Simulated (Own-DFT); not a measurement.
Simulation results for InAs (zincblende, strongly disordered by large displacements), GaP (zincblende, strongly disordered by large displacements)

A calculation, not a measurement: plane-wave PBE density functional theory by an unreviewed code, no spin, of a simulated periodic cell, stress positive in tension, free energy of the whole cell less one offset for each atom, forces on such cells passed a denser k mesh, this cell's mesh not checked; broken bonds can close the gap or carry spin, so checks made on this kind of crystal may not hold here; offsets are fitted by least squares, one for each functional and potential file, so energies compare only between cells with the same atoms and settings and are not formation energies; the far tail of each file's local potential was reset to the Coulomb form; each entry is a single point on an unrelaxed cell, so the pressure reflects the starting lattice, mostly measured values (interpolated for alloys), from which strain is counted, and rises with the displacements; printed positions are rounded, which can move forces by about a meV/angstrom; the program, named Own-DFT, is a retired in-house code; no spin-orbit coupling. Program: Own-DFT development build.

Common to all runs: functional PBE; potential files PseudoDojo norm-conserving, scalar-relativistic, standard set; wave cutoff 42 hartree; occupations Fermi-Dirac; smearing width 0.1 eV; k mesh 3 x 3 x 3 centred on Gamma.

```yaml
- entry: 1
  formula: InAs
  kind: "zincblende, strongly disordered by large displacements"
  structure:
    cell_angstrom: [[12.1166, 0.0, 0.0], [0.0, 12.1166, 0.0], [0.0, 0.0, 12.1166]]
    atoms_fractional:
      - [In, 0.02766, 0.03459, 0.96672]
      - [In, 0.00649, 0.2294, 0.24001]
      - [In, 0.25104, 0.98585, 0.24573]
      - [In, 0.2502, 0.28074, 0.00045]
      - [As, 0.1434, 0.11174, 0.13766]
      - [As, 0.11004, 0.39061, 0.39141]
      - [As, 0.38645, 0.14517, 0.33553]
      - [As, 0.36992, 0.36711, 0.11527]
      - [In, 0.02113, 0.01169, 0.49082]
      - [In, 0.00829, 0.26015, 0.73093]
      - [In, 0.22425, 0.99873, 0.75573]
      - [In, 0.2287, 0.26158, 0.49519]
      - [As, 0.10349, 0.13486, 0.6247]
      - [As, 0.12165, 0.38081, 0.87786]
      - [As, 0.37633, 0.09746, 0.85904]
      - [As, 0.4005, 0.35892, 0.62444]
      - [In, 0.0116, 0.47092, 0.00152]
      - [In, 0.98173, 0.76266, 0.23536]
      - [In, 0.25825, 0.52392, 0.25828]
      - [In, 0.26077, 0.72691, 0.0272]
      - [As, 0.11423, 0.6254, 0.11162]
      - [As, 0.11627, 0.87568, 0.36358]
      - [As, 0.36452, 0.60418, 0.38972]
      - [As, 0.33966, 0.89889, 0.11768]
      - [In, 0.01806, 0.53211, 0.48802]
      - [In, 0.99475, 0.74397, 0.76095]
      - [In, 0.26257, 0.50116, 0.72879]
      - [In, 0.23682, 0.76459, 0.50522]
      - [As, 0.12505, 0.59417, 0.6186]
      - [As, 0.12262, 0.8661, 0.86514]
      - [As, 0.36494, 0.63286, 0.8528]
      - [As, 0.36046, 0.87132, 0.63424]
      - [In, 0.49382, 0.99301, 0.97902]
      - [In, 0.50894, 0.24425, 0.2482]
      - [In, 0.76455, 0.0083, 0.22686]
      - [In, 0.74685, 0.24533, 0.00984]
      - [As, 0.599, 0.11746, 0.10654]
      - [As, 0.62371, 0.39496, 0.35131]
      - [As, 0.86001, 0.1162, 0.37284]
      - [As, 0.87481, 0.36433, 0.13238]
      - [In, 0.50692, 0.98057, 0.52059]
      - [In, 0.50568, 0.24276, 0.75001]
      - [In, 0.74989, 0.99979, 0.75277]
      - [In, 0.74428, 0.25411, 0.48368]
      - [As, 0.63621, 0.12358, 0.59773]
      - [As, 0.59682, 0.35309, 0.85064]
      - [As, 0.86912, 0.11499, 0.91862]
      - [As, 0.89895, 0.36075, 0.58945]
      - [In, 0.50914, 0.50181, 0.97787]
      - [In, 0.49464, 0.74491, 0.28028]
      - [In, 0.76781, 0.51685, 0.24309]
      - [In, 0.77119, 0.75342, 0.99952]
      - [As, 0.60973, 0.64165, 0.12199]
      - [As, 0.63457, 0.85439, 0.37679]
      - [As, 0.86007, 0.62307, 0.36196]
      - [As, 0.89443, 0.8903, 0.12996]
      - [In, 0.50968, 0.47438, 0.51438]
      - [In, 0.49769, 0.74843, 0.74204]
      - [In, 0.76578, 0.50966, 0.76314]
      - [In, 0.73139, 0.7532, 0.50317]
      - [As, 0.6169, 0.60115, 0.63185]
      - [As, 0.62007, 0.88498, 0.8699]
      - [As, 0.89967, 0.61782, 0.87865]
      - [As, 0.86564, 0.87293, 0.6239]
  settings:
    hardware: "one NVIDIA H200"
  results:
    "free_energy_of_cell_above_offsets [eV]": "-6.753"
    "pressure [GPa]": 7.88
    "stress_xx [GPa]": -8.01
    "stress_yy [GPa]": -7.57
    "stress_zz [GPa]": -8.06
    "stress_yz [GPa]": -1.94
    "stress_xz [GPa]": -1.49
    "stress_xy [GPa]": -0.59
    force_element: [In, In, In, In, As, As, As, As, In, In, In, In, As, As, As, As, In, In, In, In, As, As, As, As, In, In, In, In, As, As, As, As, In, In, In, In, As, As, As, As, In, In, In, In, As, As, As, As, In, In, In, In, As, As, As, As, In, In, In, In, As, As, As, As]
    "force_x [eV/angstrom]": [3.645, -0.497, -1.319, -1.419, -0.988, 0.953, -5.205, 3.05, -2.4, -2.176, 0.717, 2.195, 3.431, 2.018, -1.326, -4.067, -2.515, 1.617, -2.845, 1.014, -1.147, 0.277, 2.503, 5.055, -5.577, 0.436, 0.866, -0.077, 2.095, 0.145, 0.227, 0.175, -0.872, 3.297, -2.413, -1.746, 1.83, 0.405, 1.483, 0.054, -0.571, -3.287, 0.516, 0.172, -0.499, 6.471, -3.044, -1.284, -1.059, -1.417, -3.092, -0.844, 1.076, -1.386, 3.171, -0.98, 0.539, 0.838, -0.711, 1.92, 1.296, 1.252, -1.254, 1.28]
    "force_y [eV/angstrom]": [-2.638, 0.67, 2.759, -3.76, 2.107, -1.677, -4.354, 3.15, -1.077, 1.692, 0.785, -0.728, -1.961, -1.502, 2.857, -0.918, 1.87, -3.353, -2.948, 1.156, -0.956, -0.627, 2.656, -4.205, -0.912, 0.967, -1.765, -1.488, 4.843, -0.613, -0.188, 0.761, -0.687, 3.76, 0.073, 1.2, 0.049, -0.81, 0.413, 0.474, 0.088, -6.836, 1.101, 1.294, -0.184, 5.573, 1.181, 1.754, 0.088, -0.541, -2.504, 0.389, -0.574, 3.843, 3.51, 1.71, 1.185, 0.247, -1.829, -2.758, 1.839, -2.454, -0.993, -0.202]
    "force_z [eV/angstrom]": [2.063, 1.356, 5.8, -1.614, -2.587, -3.631, 5.077, 2.646, -0.565, 3.333, -1.568, 0.098, -0.639, -4.093, -0.609, 0.167, 2.41, 2.303, -3.292, -1.963, 1.937, 0.605, 3.118, -4.615, -3.266, -2.871, 0.86, -0.484, 3.888, 2.087, 1.939, -0.109, 1.986, -2.891, 0.227, -0.163, 0.935, 0.422, 0.141, -0.169, -1.684, -4.019, -0.243, -0.782, 2.316, 5.558, -3.79, 0.478, 0.612, -1.109, -3.494, 0.306, -0.571, -2.104, 3.85, -4.171, -2.566, 0.036, -1.309, 2.566, 0.42, -0.51, 2.08, -0.14]
    "wall_time [s]": 1134.0
- entry: 2
  formula: GaP
  kind: "zincblende, strongly disordered by large displacements"
  structure:
    cell_angstrom: [[10.901, 0.0, 0.0], [0.0, 10.901, 0.0], [0.0, 0.0, 10.901]]
    atoms_fractional:
      - [Ga, 0.98271, 0.05308, 0.99865]
      - [Ga, 0.01092, 0.22824, 0.27406]
      - [Ga, 0.3166, 0.98712, 0.28521]
      - [Ga, 0.26745, 0.24851, 0.0259]
      - [P, 0.10675, 0.13307, 0.10638]
      - [P, 0.16143, 0.39995, 0.36442]
      - [P, 0.40017, 0.14987, 0.48429]
      - [P, 0.38712, 0.37142, 0.12138]
      - [Ga, 0.00138, 0.04442, 0.53971]
      - [Ga, 0.02407, 0.23288, 0.73276]
      - [Ga, 0.22857, 0.03101, 0.77014]
      - [Ga, 0.21058, 0.21031, 0.47242]
      - [P, 0.13356, 0.13709, 0.62038]
      - [P, 0.08976, 0.34545, 0.86006]
      - [P, 0.37942, 0.11476, 0.87256]
      - [P, 0.32993, 0.34964, 0.5932]
      - [Ga, 0.99263, 0.4715, 0.9704]
      - [Ga, 0.95144, 0.75161, 0.26279]
      - [Ga, 0.2514, 0.52978, 0.22987]
      - [Ga, 0.28334, 0.76519, 0.97508]
      - [P, 0.16109, 0.57977, 0.07777]
      - [P, 0.13655, 0.88275, 0.33992]
      - [P, 0.37916, 0.63099, 0.39837]
      - [P, 0.41377, 0.85963, 0.10281]
      - [Ga, 0.98046, 0.48424, 0.42845]
      - [Ga, 0.94932, 0.76555, 0.73752]
      - [Ga, 0.23214, 0.46128, 0.74189]
      - [Ga, 0.26169, 0.75428, 0.49573]
      - [P, 0.10047, 0.63429, 0.65688]
      - [P, 0.16842, 0.77383, 0.83186]
      - [P, 0.3638, 0.54352, 0.83647]
      - [P, 0.38524, 0.91233, 0.68041]
      - [Ga, 0.52408, 0.08532, 0.01778]
      - [Ga, 0.52289, 0.1812, 0.22363]
      - [Ga, 0.769, 0.99982, 0.28767]
      - [Ga, 0.75493, 0.27726, 0.01357]
      - [P, 0.67347, 0.0981, 0.1667]
      - [P, 0.60709, 0.34225, 0.33795]
      - [P, 0.90591, 0.08029, 0.38026]
      - [P, 0.82811, 0.36389, 0.15825]
      - [Ga, 0.47031, 0.96849, 0.45028]
      - [Ga, 0.52281, 0.28176, 0.74519]
      - [Ga, 0.77619, 0.02739, 0.78979]
      - [Ga, 0.6874, 0.23318, 0.46798]
      - [P, 0.67592, 0.12298, 0.61466]
      - [P, 0.63465, 0.39114, 0.89188]
      - [P, 0.87098, 0.16449, 0.9115]
      - [P, 0.87368, 0.36116, 0.61677]
      - [Ga, 0.4696, 0.50347, 0.99343]
      - [Ga, 0.48851, 0.76206, 0.23951]
      - [Ga, 0.72276, 0.51144, 0.24214]
      - [Ga, 0.65802, 0.73274, 0.97689]
      - [P, 0.60939, 0.60879, 0.10363]
      - [P, 0.61435, 0.8692, 0.40132]
      - [P, 0.83968, 0.65676, 0.37277]
      - [P, 0.86452, 0.89384, 0.16498]
      - [Ga, 0.45983, 0.50385, 0.50382]
      - [Ga, 0.51002, 0.78989, 0.73724]
      - [Ga, 0.71031, 0.51892, 0.73267]
      - [Ga, 0.75793, 0.78263, 0.4767]
      - [P, 0.66348, 0.65139, 0.61415]
      - [P, 0.58559, 0.88886, 0.88806]
      - [P, 0.8781, 0.70028, 0.89392]
      - [P, 0.92838, 0.86853, 0.58912]
  settings:
    hardware: "one NVIDIA H100"
  results:
    "free_energy_of_cell_above_offsets [eV]": "28.052"
    "pressure [GPa]": 15.47
    "stress_xx [GPa]": -14.28
    "stress_yy [GPa]": -13.94
    "stress_zz [GPa]": -18.2
    "stress_yz [GPa]": 2.43
    "stress_xz [GPa]": -4.74
    "stress_xy [GPa]": 4.02
    force_element: [Ga, Ga, Ga, Ga, P, P, P, P, Ga, Ga, Ga, Ga, P, P, P, P, Ga, Ga, Ga, Ga, P, P, P, P, Ga, Ga, Ga, Ga, P, P, P, P, Ga, Ga, Ga, Ga, P, P, P, P, Ga, Ga, Ga, Ga, P, P, P, P, Ga, Ga, Ga, Ga, P, P, P, P, Ga, Ga, Ga, Ga, P, P, P, P]
    "force_x [eV/angstrom]": [0.402, -0.064, -0.712, -1.613, 4.461, -1.567, 1.575, 0.538, -2.479, -6.237, -0.916, 1.15, 3.806, 4.699, 0.583, 2.395, -2.079, 5.366, 3.002, 1.945, -2.495, 0.058, -0.849, -2.088, -0.922, 1.9, -4.83, -2.568, 2.101, -3.477, 3.628, -3.332, -0.103, -6.197, -2.864, -3.158, 1.684, -1.949, 1.808, 5.163, -3.476, -0.996, -1.284, 3.082, -1.634, -0.874, -1.462, -0.396, 1.288, 2.643, -0.016, 4.272, -2.041, 0.4, 0.187, 1.228, 3.124, 2.422, 2.895, 1.711, -3.756, 1.438, -2.488, -2.031]
    "force_y [eV/angstrom]": [-6.357, 1.148, -0.123, -1.416, 1.922, -1.469, 1.401, -0.257, -3.301, 0.898, -2.506, 2.92, -1.953, 1.704, 2.76, 0.425, 2.688, 1.784, -1.397, -1.952, 2.551, -0.809, 2.265, 4.102, -0.068, -1.389, -1.473, 2.508, -0.476, 1.489, 4.778, 1.639, -1.888, 3.931, -3.385, -0.896, 0.526, 3.81, 4.095, 1.575, 1.019, -1.46, -1.496, 1.186, -2.209, 0.818, 1.337, 0.87, -1.019, -3.561, 0.342, 1.877, -1.336, -0.288, -8.423, -1.04, -4.08, -4.886, -3.828, 1.561, 2.677, 3.419, -3.124, 1.836]
    "force_z [eV/angstrom]": [1.167, -0.809, -1.407, -2.24, 3.702, 0.252, -0.444, 2.868, -0.975, -0.435, 0.625, -5.342, 3.536, 2.502, 0.948, 0.775, 2.276, -2.621, 3.434, 3.481, -3.637, 1.358, -5.57, -3.008, 2.24, 1.064, -2.15, 1.804, -0.469, -4.709, 0.934, -4.244, -1.036, 2.752, 3.525, -1.266, -5.978, -0.881, 0.541, 2.748, 3.036, -0.832, -1.123, -0.214, 4.2, -0.993, -5.297, -0.937, 0.349, 3.999, 1.499, -2.243, 3.756, -4.716, -0.977, -5.809, 2.69, -0.812, 3.023, 5.809, -1.987, 0.971, 4.599, -3.3]
    "wall_time [s]": 615.2
- entry: 3
  formula: GaP
  kind: "zincblende, strongly disordered by large displacements"
  structure:
    cell_angstrom: [[10.901, 0.0, 0.0], [0.0, 10.901, 0.0], [0.0, 0.0, 10.901]]
    atoms_fractional:
      - [Ga, 0.00926, 0.95918, 0.06149]
      - [Ga, 0.97719, 0.28507, 0.26456]
      - [Ga, 0.2982, 0.99385, 0.25728]
      - [Ga, 0.24191, 0.26881, 0.96432]
      - [P, 0.13438, 0.13826, 0.10278]
      - [P, 0.18386, 0.39208, 0.34655]
      - [P, 0.42948, 0.12295, 0.36674]
      - [P, 0.38682, 0.38492, 0.13591]
      - [Ga, 0.02107, 0.00438, 0.45661]
      - [Ga, 0.04419, 0.30039, 0.70068]
      - [Ga, 0.23877, 0.98435, 0.70485]
      - [Ga, 0.27118, 0.28736, 0.46662]
      - [P, 0.11162, 0.14114, 0.64501]
      - [P, 0.09927, 0.33846, 0.87029]
      - [P, 0.36856, 0.13778, 0.92234]
      - [P, 0.37963, 0.37857, 0.62206]
      - [Ga, 0.93317, 0.50528, 0.00489]
      - [Ga, 0.02365, 0.70559, 0.26662]
      - [Ga, 0.20416, 0.4884, 0.17908]
      - [Ga, 0.24047, 0.79029, 0.05866]
      - [P, 0.03386, 0.58689, 0.13222]
      - [P, 0.14875, 0.86247, 0.41787]
      - [P, 0.36875, 0.60054, 0.4102]
      - [P, 0.42311, 0.82003, 0.09539]
      - [Ga, 0.00697, 0.48878, 0.53334]
      - [Ga, 0.0064, 0.745, 0.75508]
      - [Ga, 0.27651, 0.5226, 0.6906]
      - [Ga, 0.29522, 0.76045, 0.45526]
      - [P, 0.09887, 0.62296, 0.61431]
      - [P, 0.10631, 0.88563, 0.79978]
      - [P, 0.39616, 0.6018, 0.93214]
      - [P, 0.31833, 0.85211, 0.60875]
      - [Ga, 0.50146, 0.02942, 0.97486]
      - [Ga, 0.50682, 0.2949, 0.23435]
      - [Ga, 0.76532, 0.04168, 0.26439]
      - [Ga, 0.71605, 0.25818, 0.96255]
      - [P, 0.6755, 0.07199, 0.11082]
      - [P, 0.65541, 0.34881, 0.31777]
      - [P, 0.89441, 0.13561, 0.35111]
      - [P, 0.85222, 0.34589, 0.12419]
      - [Ga, 0.53548, 0.98458, 0.51185]
      - [Ga, 0.49562, 0.24094, 0.75127]
      - [Ga, 0.75897, 0.99602, 0.7853]
      - [Ga, 0.73465, 0.21719, 0.48763]
      - [P, 0.66698, 0.13468, 0.63467]
      - [P, 0.6336, 0.3606, 0.83719]
      - [P, 0.86343, 0.15334, 0.83885]
      - [P, 0.86931, 0.35242, 0.60398]
      - [Ga, 0.49075, 0.47545, 0.01937]
      - [Ga, 0.52234, 0.75531, 0.25468]
      - [Ga, 0.73466, 0.54258, 0.2989]
      - [Ga, 0.75531, 0.78826, 0.97235]
      - [P, 0.60102, 0.55067, 0.14261]
      - [P, 0.58109, 0.87493, 0.37436]
      - [P, 0.83175, 0.66655, 0.38953]
      - [P, 0.81818, 0.93536, 0.0982]
      - [Ga, 0.53576, 0.49502, 0.47289]
      - [Ga, 0.4556, 0.72883, 0.75088]
      - [Ga, 0.78562, 0.47318, 0.79062]
      - [Ga, 0.73255, 0.77133, 0.51015]
      - [P, 0.59904, 0.63609, 0.64083]
      - [P, 0.6532, 0.93349, 0.94689]
      - [P, 0.83117, 0.64133, 0.90486]
      - [P, 0.88648, 0.87595, 0.66203]
  settings:
    hardware: "one NVIDIA H100"
  results:
    "free_energy_of_cell_above_offsets [eV]": "37.944"
    "pressure [GPa]": 18.49
    "stress_xx [GPa]": -18.75
    "stress_yy [GPa]": -20.08
    "stress_zz [GPa]": -16.65
    "stress_yz [GPa]": -3.33
    "stress_xz [GPa]": -5.96
    "stress_xy [GPa]": 3.3
    force_element: [Ga, Ga, Ga, Ga, P, P, P, P, Ga, Ga, Ga, Ga, P, P, P, P, Ga, Ga, Ga, Ga, P, P, P, P, Ga, Ga, Ga, Ga, P, P, P, P, Ga, Ga, Ga, Ga, P, P, P, P, Ga, Ga, Ga, Ga, P, P, P, P, Ga, Ga, Ga, Ga, P, P, P, P, Ga, Ga, Ga, Ga, P, P, P, P]
    "force_x [eV/angstrom]": [3.786, 4.252, -0.861, 0.736, -0.373, -5.597, -0.762, -8.337, -1.065, -2.753, -0.406, 2.806, 2.493, -2.126, -0.834, 2.872, -1.551, -0.941, 1.527, -4.547, 4.133, -3.499, 0.901, 2.153, -2.428, -3.369, -1.904, 1.64, 3.536, 1.137, -4.558, 5.742, -1.452, -1.902, -2.022, 3.884, -4.396, 5.397, 2.272, -1.753, -2.172, -1.28, 0.248, 2.195, -3.927, -4.483, 1.446, -0.794, 3.9, -1.785, -1.899, -0.176, 4.017, 5.392, 6.219, 1.238, 0.328, -0.827, 0.974, -2.189, 2.111, -1.064, 2.666, -1.969]
    "force_y [eV/angstrom]": [0.697, 1.753, 0.184, 0.929, -1.029, 1.915, 1.353, -0.69, 1.893, 2.174, 5.683, -4.859, -5.185, 4.514, 0.356, -2.835, -4.481, 5.074, 0.818, -0.671, -0.57, 0.923, -3.65, 2.389, -3.027, -6.291, 2.663, -2.029, 3.212, 3.85, 5.642, -0.239, -1.211, -6.104, -3.776, -4.23, 3.481, 1.466, -0.045, 1.117, 4.037, -1.092, -1.001, 3.019, -4.009, 3.309, 1.978, 1.117, -3.04, -5.899, -3.398, -1.49, 4.443, 0.888, 0.658, -1.706, -0.401, 0.193, 1.159, 2.035, -0.758, 0.863, -3.139, 1.065]
    "force_z [eV/angstrom]": [-1.083, -1.054, -1.02, 3.774, 1.758, -0.381, 0.413, -0.784, 2.863, -2.046, 1.866, 3.542, -4.372, 2.981, -4.753, -1.562, -2.666, 5.317, -1.299, -1.408, -0.671, -4.236, -3.201, -0.286, -3.713, -0.431, 2.295, -2.278, 1.954, 5.68, -4.653, 3.577, 3.088, 1.211, 3.99, 4.572, -4.897, 4.828, 4.921, -1.601, 4.427, -0.775, -2.101, -4.832, 4.403, -0.94, 1.161, 0.316, -5.768, -2.953, -2.876, 2.921, 3.836, 0.097, -0.288, 0.725, 1.44, 0.807, -2.576, 3.685, -0.923, -3.169, -3.975, -2.879]
    "wall_time [s]": 617.4
- entry: 4
  formula: GaP
  kind: "zincblende, strongly disordered by large displacements"
  structure:
    cell_angstrom: [[10.901, 0.0, 0.0], [0.0, 10.901, 0.0], [0.0, 0.0, 10.901]]
    atoms_fractional:
      - [Ga, 0.00975, 0.03008, 0.00155]
      - [Ga, 0.00016, 0.24978, 0.27292]
      - [Ga, 0.26582, 0.99617, 0.22999]
      - [Ga, 0.22919, 0.32207, 0.97968]
      - [P, 0.11555, 0.17013, 0.11266]
      - [P, 0.17423, 0.37952, 0.42788]
      - [P, 0.36998, 0.17751, 0.39927]
      - [P, 0.34616, 0.34363, 0.16487]
      - [Ga, 0.02804, 0.97751, 0.50941]
      - [Ga, 0.0207, 0.21352, 0.76821]
      - [Ga, 0.22933, 0.02983, 0.75845]
      - [Ga, 0.24767, 0.26315, 0.54144]
      - [P, 0.11615, 0.09582, 0.61306]
      - [P, 0.08735, 0.37064, 0.87955]
      - [P, 0.36372, 0.13525, 0.94129]
      - [P, 0.39613, 0.33983, 0.60915]
      - [Ga, 0.01382, 0.5181, 0.98851]
      - [Ga, 0.03082, 0.74385, 0.27209]
      - [Ga, 0.24613, 0.46602, 0.25158]
      - [Ga, 0.19879, 0.70905, 0.97294]
      - [P, 0.1069, 0.60926, 0.15642]
      - [P, 0.12689, 0.87121, 0.38318]
      - [P, 0.34191, 0.62575, 0.39854]
      - [P, 0.40478, 0.90553, 0.14139]
      - [Ga, 0.04515, 0.5116, 0.47211]
      - [Ga, 0.99257, 0.77697, 0.7258]
      - [Ga, 0.25866, 0.51782, 0.72725]
      - [Ga, 0.23558, 0.7288, 0.51737]
      - [P, 0.13323, 0.68907, 0.65751]
      - [P, 0.18659, 0.89071, 0.86486]
      - [P, 0.39622, 0.58141, 0.86432]
      - [P, 0.39645, 0.86742, 0.62244]
      - [Ga, 0.48458, 0.94864, 0.98557]
      - [Ga, 0.54067, 0.21436, 0.2594]
      - [Ga, 0.74284, 0.04561, 0.24363]
      - [Ga, 0.74723, 0.23763, 0.99064]
      - [P, 0.6214, 0.10564, 0.04699]
      - [P, 0.65197, 0.34896, 0.30408]
      - [P, 0.90965, 0.11664, 0.38971]
      - [P, 0.88963, 0.2874, 0.09772]
      - [Ga, 0.51426, 0.001, 0.49354]
      - [Ga, 0.49709, 0.2617, 0.7319]
      - [Ga, 0.74377, 0.01973, 0.72186]
      - [Ga, 0.75499, 0.30813, 0.48663]
      - [P, 0.6332, 0.12709, 0.54315]
      - [P, 0.6339, 0.34955, 0.90493]
      - [P, 0.8935, 0.14848, 0.87819]
      - [P, 0.90404, 0.42236, 0.60745]
      - [Ga, 0.48185, 0.43716, 0.94628]
      - [Ga, 0.4919, 0.71136, 0.23724]
      - [Ga, 0.7454, 0.51503, 0.29187]
      - [Ga, 0.76421, 0.74168, 0.00786]
      - [P, 0.58435, 0.58152, 0.15299]
      - [P, 0.66461, 0.91552, 0.40475]
      - [P, 0.85522, 0.6369, 0.38053]
      - [P, 0.86055, 0.8566, 0.10793]
      - [Ga, 0.51024, 0.51566, 0.486]
      - [Ga, 0.47402, 0.74014, 0.82888]
      - [Ga, 0.80501, 0.51115, 0.79483]
      - [Ga, 0.7944, 0.7621, 0.49144]
      - [P, 0.60984, 0.66292, 0.5941]
      - [P, 0.60857, 0.8378, 0.89303]
      - [P, 0.923, 0.64441, 0.82361]
      - [P, 0.90568, 0.88485, 0.60004]
  settings:
    hardware: "one NVIDIA H100"
  results:
    "free_energy_of_cell_above_offsets [eV]": "33.220"
    "pressure [GPa]": 17.03
    "stress_xx [GPa]": -18.15
    "stress_yy [GPa]": -18.82
    "stress_zz [GPa]": -14.13
    "stress_yz [GPa]": -1.04
    "stress_xz [GPa]": 0.39
    "stress_xy [GPa]": -1.64
    force_element: [Ga, Ga, Ga, Ga, P, P, P, P, Ga, Ga, Ga, Ga, P, P, P, P, Ga, Ga, Ga, Ga, P, P, P, P, Ga, Ga, Ga, Ga, P, P, P, P, Ga, Ga, Ga, Ga, P, P, P, P, Ga, Ga, Ga, Ga, P, P, P, P, Ga, Ga, Ga, Ga, P, P, P, P, Ga, Ga, Ga, Ga, P, P, P, P]
    "force_x [eV/angstrom]": [0.09, 1.002, -3.277, 5.323, 1.469, -2.614, 1.468, 4.032, -0.326, 2.684, 4.524, -3.11, 2.928, -1.358, -0.121, 1.126, -1.789, -4.021, -2.26, 0.652, 1.872, 4.042, 2.923, -0.093, -3.049, 0.074, -1.359, 2.868, 1.864, -3.301, -4.447, -0.274, 0.319, -4.568, 0.659, 1.179, -2.014, 2.793, -1.928, 3.992, -7.281, 4.496, 0.372, 1.062, 4.58, 1.437, -5.151, -1.235, -3.102, -3.685, -1.852, -3.127, 3.972, 1.48, 6.51, 4.543, -0.398, -2.058, -4.75, -4.851, 0.607, 7.343, -0.066, -6.822]
    "force_y [eV/angstrom]": [-2.631, 0.781, 3.074, -2.793, -1.117, 2.077, -3.291, -3.675, 1.535, 2.24, 3.157, -6.992, 6.413, 2.422, 0.352, 7.396, 1.165, 0.609, 4.997, -0.654, -1.981, 0.127, -2.276, -4.968, 3.034, 5.772, -1.263, 4.59, -6.402, -4.123, -1.045, -0.016, 3.845, -4.53, -0.992, -2.2, -1.792, 2.641, -0.015, 3.007, -3.287, -4.162, 0.133, -1.193, 4.572, 2.186, -3.667, -1.634, -0.05, 5.174, 0.405, -3.969, -3.377, -1.166, -2.589, 4.728, -0.483, 1.455, -4.993, 3.136, 0.458, 2.278, -0.334, -0.099]
    "force_z [eV/angstrom]": [0.476, 0.28, 2.269, 4.019, 0.787, -5.796, -2.579, -4.226, -5.915, -5.21, -1.496, 2.374, 2.644, -4.787, -2.565, -1.443, 0.577, -0.5, 2.81, -0.009, -1.544, -1.562, -3.82, 4.325, 1.75, 2.001, -0.661, -3.243, 1.846, 4.19, 0.655, 0.765, -2.887, -2.381, -0.376, 0.138, 3.65, 2.744, 0.401, 2.91, -0.234, 5.855, 0.014, 0.483, 4.019, -6.294, 0.977, 1.151, 4.567, 3.091, -3.058, -2.986, -3.577, -2.441, -2.822, 4.267, -0.204, -5.374, -2.158, 3.577, 0.931, -0.557, 7.032, 3.128]
    "wall_time [s]": 579.3
```
